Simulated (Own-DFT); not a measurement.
Simulation results for Al$_{3}$GaAs$_{4}$ (zincblende random alloy, strained, atoms displaced)

All values are calculated (Own-DFT development build). A calculation, not a measurement: plane-wave density functional theory by an unreviewed code, no spin, of a simulated periodic cell, stress positive in tension, run twice, with PBE and with PBEsol, both on files made for PBE, so the change isn't that of files made for PBEsol, forces on such cells passed a denser k mesh, this cell's mesh not checked; the far tail of each file's local potential was reset to the Coulomb form; each entry is a single point on an unrelaxed cell, so the pressure reflects the starting lattice, mostly measured values (interpolated for alloys), from which strain is counted, and rises with the displacements; printed positions are rounded, which can move forces by about a meV/angstrom; the program, named Own-DFT, is a retired in-house code; no spin-orbit coupling; stress was not checked against mesh or cutoff.

```cif
# cell vector a (Å): 11.2101 0.0854 0.0196
# cell vector b (Å): 0.0854 11.5061 -0.1263
# cell vector c (Å): 0.0196 -0.1263 11.2516
data_Al3GaAs4
_symmetry_space_group_name_H-M 'P 1'
_symmetry_Int_Tables_number 1
_cell_length_a 11.2104
_cell_length_b 11.5071
_cell_length_c 11.2523
_cell_angle_alpha 91.271
_cell_angle_beta 89.805
_cell_angle_gamma 89.139
_cell_volume 1451.02
loop_
_atom_site_label
_atom_site_type_symbol
_atom_site_fract_x
_atom_site_fract_y
_atom_site_fract_z
_atom_site_occupancy
Al1 Al 0.99797 0.98591 0.99388 1
Al2 Al 0.99651 0.24524 0.25583 1
Ga1 Ga 0.25406 0.99935 0.25173 1
Al3 Al 0.24792 0.24984 0.99678 1
As1 As 0.12521 0.12847 0.12538 1
As2 As 0.12215 0.37247 0.37150 1
As3 As 0.37259 0.12173 0.36901 1
As4 As 0.37205 0.37492 0.13113 1
Al4 Al 0.99681 0.99465 0.49539 1
Al5 Al 0.00369 0.25205 0.74407 1
Ga2 Ga 0.24480 0.99300 0.75591 1
Al6 Al 0.25242 0.24596 0.49982 1
As5 As 0.12572 0.12081 0.62402 1
As6 As 0.12232 0.37351 0.87197 1
As7 As 0.36894 0.12070 0.87499 1
As8 As 0.37588 0.37452 0.62655 1
Al7 Al 0.99938 0.49903 0.00057 1
Al8 Al 0.00283 0.75154 0.24272 1
Ga3 Ga 0.24864 0.49899 0.25502 1
Al9 Al 0.24657 0.75391 0.99730 1
As9 As 0.12882 0.62130 0.12667 1
As10 As 0.13040 0.87614 0.37273 1
As11 As 0.37343 0.62858 0.37193 1
As12 As 0.38022 0.87441 0.12078 1
Al10 Al 0.00095 0.49157 0.50205 1
Al11 Al 0.00134 0.74698 0.75528 1
Ga4 Ga 0.25342 0.50356 0.75550 1
Ga5 Ga 0.25177 0.74392 0.49621 1
As13 As 0.13179 0.61907 0.61407 1
As14 As 0.13214 0.87672 0.88159 1
As15 As 0.37368 0.62575 0.88049 1
As16 As 0.37141 0.86769 0.62517 1
Al12 Al 0.49939 0.99338 0.00344 1
Al13 Al 0.49785 0.25391 0.24690 1
Al14 Al 0.74893 0.00259 0.24952 1
Ga6 Ga 0.75051 0.24794 0.00160 1
As17 As 0.62536 0.12336 0.12805 1
As18 As 0.62774 0.38441 0.37312 1
As19 As 0.87820 0.12523 0.38100 1
As20 As 0.87267 0.37820 0.12904 1
Al15 Al 0.49499 0.00097 0.50508 1
Al16 Al 0.50382 0.24702 0.74525 1
Ga7 Ga 0.74341 0.99220 0.75549 1
Al17 Al 0.74720 0.25189 0.50080 1
As21 As 0.62075 0.12376 0.63224 1
As22 As 0.63033 0.37282 0.87471 1
As23 As 0.87548 0.12715 0.87398 1
As24 As 0.87922 0.37735 0.62884 1
Al18 Al 0.49893 0.50105 0.00579 1
Al19 Al 0.49484 0.74637 0.25089 1
Al20 Al 0.75238 0.50031 0.24910 1
Al21 Al 0.74907 0.74923 0.99381 1
As25 As 0.62285 0.62195 0.12872 1
As26 As 0.62271 0.87304 0.37710 1
As27 As 0.87907 0.63156 0.38399 1
As28 As 0.87212 0.86510 0.11166 1
Al22 Al 0.49892 0.49441 0.49697 1
Al23 Al 0.50527 0.75206 0.74483 1
Ga8 Ga 0.75070 0.49983 0.75046 1
Al24 Al 0.74703 0.75283 0.50734 1
As29 As 0.62013 0.62821 0.63014 1
As30 As 0.62866 0.87196 0.87726 1
As31 As 0.87104 0.62645 0.87642 1
As32 As 0.87681 0.87316 0.62818 1
_calc_functional 'PBE, then PBEsol'
_calc_potential_files 'PseudoDojo norm-conserving, scalar-relativistic, standard set'
_calc_wave_cutoff 42  # hartree
_calc_occupations 'Fermi-Dirac'
_calc_smearing_width 0.1  # eV
_calc_k_mesh '3 x 3 x 3 centred on Gamma'
_calc_PBE_pressure 3.17  # GPa
_calc_PBE_stress_xx -3.79  # GPa
_calc_PBE_stress_yy -2.25  # GPa
_calc_PBE_stress_zz -3.47  # GPa
_calc_PBE_stress_yz -1.54  # GPa
_calc_PBE_stress_xz 0.84  # GPa
_calc_PBE_stress_xy 1.42  # GPa
_calc_PBEsol_pressure 1.01  # GPa
_calc_PBEsol_stress_xx -1.63  # GPa
_calc_PBEsol_stress_yy -0.09  # GPa
_calc_PBEsol_stress_zz -1.3  # GPa
_calc_PBEsol_stress_yz -1.5  # GPa
_calc_PBEsol_stress_xz 0.82  # GPa
_calc_PBEsol_stress_xy 1.4  # GPa
_calc_rms_change_of_force_components_from_PBE_to_PBEsol 0.042  # eV/angstrom
```

Force:
```csv
force element,PBE force x (eV/Å),PBE force y (eV/Å),PBE force z (eV/Å),PBEsol force x (eV/Å),PBEsol force y (eV/Å),PBEsol force z (eV/Å)
Al,-0.44,1.949,0.83,-0.435,1.919,0.816
Al,0.026,0.394,-0.7,0.028,0.387,-0.69
Ga,-0.613,-0.079,-0.862,-0.581,-0.069,-0.824
Al,-0.131,0.179,0.49,-0.13,0.175,0.483
As,-0.345,-0.908,-0.324,-0.29,-0.94,-0.272
As,0.47,-0.314,0.468,0.516,-0.251,0.406
As,1.072,0.646,0.704,0.985,0.561,0.619
As,0.079,-0.012,-1.061,0.015,0.054,-0.975
Al,0.389,0.049,0.74,0.386,0.051,0.733
Al,-0.35,-0.624,0.491,-0.345,-0.612,0.485
Ga,0.458,0.587,-0.862,0.451,0.567,-0.827
Al,-0.369,0.248,0.021,-0.364,0.244,0.02
As,0.019,-0.259,-0.286,0.062,-0.31,-0.231
As,0.383,0.316,0.136,0.423,0.363,0.087
As,1.125,0.131,-0.073,1.043,0.06,-0.127
As,0.114,-0.184,-0.243,0.062,-0.124,-0.185
Al,-0.181,0.096,0.152,-0.177,0.092,0.147
Al,-0.315,-0.118,0.705,-0.307,-0.12,0.695
Ga,-0.196,0.086,0.055,-0.184,0.085,0.04
Al,0.552,-0.818,1.092,0.546,-0.806,1.075
As,-0.068,0.232,-0.598,-0.012,0.169,-0.528
As,-0.34,-0.403,-0.205,-0.223,-0.395,-0.206
As,0.585,-1.101,0.134,0.444,-1.075,0.152
As,-0.626,-0.562,0.554,-0.666,-0.502,0.596
Al,-0.181,0.751,-0.383,-0.176,0.742,-0.38
Al,0.463,-0.115,-0.514,0.455,-0.112,-0.506
Ga,-0.397,-0.177,-0.335,-0.374,-0.171,-0.337
Ga,-0.497,0.694,0.254,-0.469,0.66,0.244
As,-0.584,0.213,1.246,-0.465,0.225,1.214
As,-0.805,-0.916,-1.117,-0.724,-0.828,-1.168
As,0.799,0.356,-0.377,0.725,0.29,-0.427
As,0.174,0.593,-0.015,0.063,0.574,-0.024
Al,0.168,1.011,-0.498,0.164,0.998,-0.494
Al,0.277,-0.32,0.702,0.27,-0.314,0.69
Al,0.343,-0.685,0.248,0.337,-0.673,0.242
Ga,0.007,0.113,0.258,0.016,0.112,0.233
As,-0.217,0.205,-0.484,-0.167,0.256,-0.527
As,0.102,-1.292,-0.195,0.101,-1.266,-0.197
As,-0.694,-0.228,-0.406,-0.675,-0.218,-0.393
As,0.713,-0.809,-0.42,0.652,-0.853,-0.465
Al,-0.104,-0.137,-0.281,-0.106,-0.137,-0.277
Al,-1.077,0.727,1.333,-1.061,0.716,1.314
Ga,0.822,0.95,-0.274,0.802,0.918,-0.263
Al,-0.15,0.096,0.421,-0.147,0.095,0.416
As,1.051,-0.7,-1.275,1.082,-0.748,-1.201
As,-0.737,0.146,0.113,-0.614,0.142,0.114
As,0.428,-0.598,-0.298,0.31,-0.577,-0.273
As,-0.549,-0.436,-0.549,-0.6,-0.367,-0.479
Al,-0.099,-0.512,-0.312,-0.097,-0.501,-0.305
Al,0.477,0.566,-0.168,0.465,0.56,-0.167
Al,0.14,1.101,0.709,0.134,1.082,0.695
Al,-0.914,-0.814,0.758,-0.9,-0.801,0.743
As,0.533,0.508,-0.4,0.519,0.499,-0.392
As,0.091,0.263,-0.138,0.083,0.256,-0.132
As,0.009,-0.472,-0.722,0.016,-0.459,-0.701
As,0.256,0.931,1.392,0.254,0.906,1.353
Al,-0.465,1,0.652,-0.462,0.985,0.646
Al,-1.177,0.228,1.333,-1.16,0.225,1.315
Ga,-0.343,0.213,0.094,-0.32,0.202,0.097
Al,-0.096,-0.212,-0.189,-0.095,-0.21,-0.184
As,0.812,-1.258,-1.17,0.849,-1.29,-1.103
As,-0.93,-0.018,-0.12,-0.848,0.051,-0.185
As,0.892,-0.609,-0.3,0.819,-0.654,-0.349
As,0.159,0.113,0.072,0.097,0.161,0.128
```
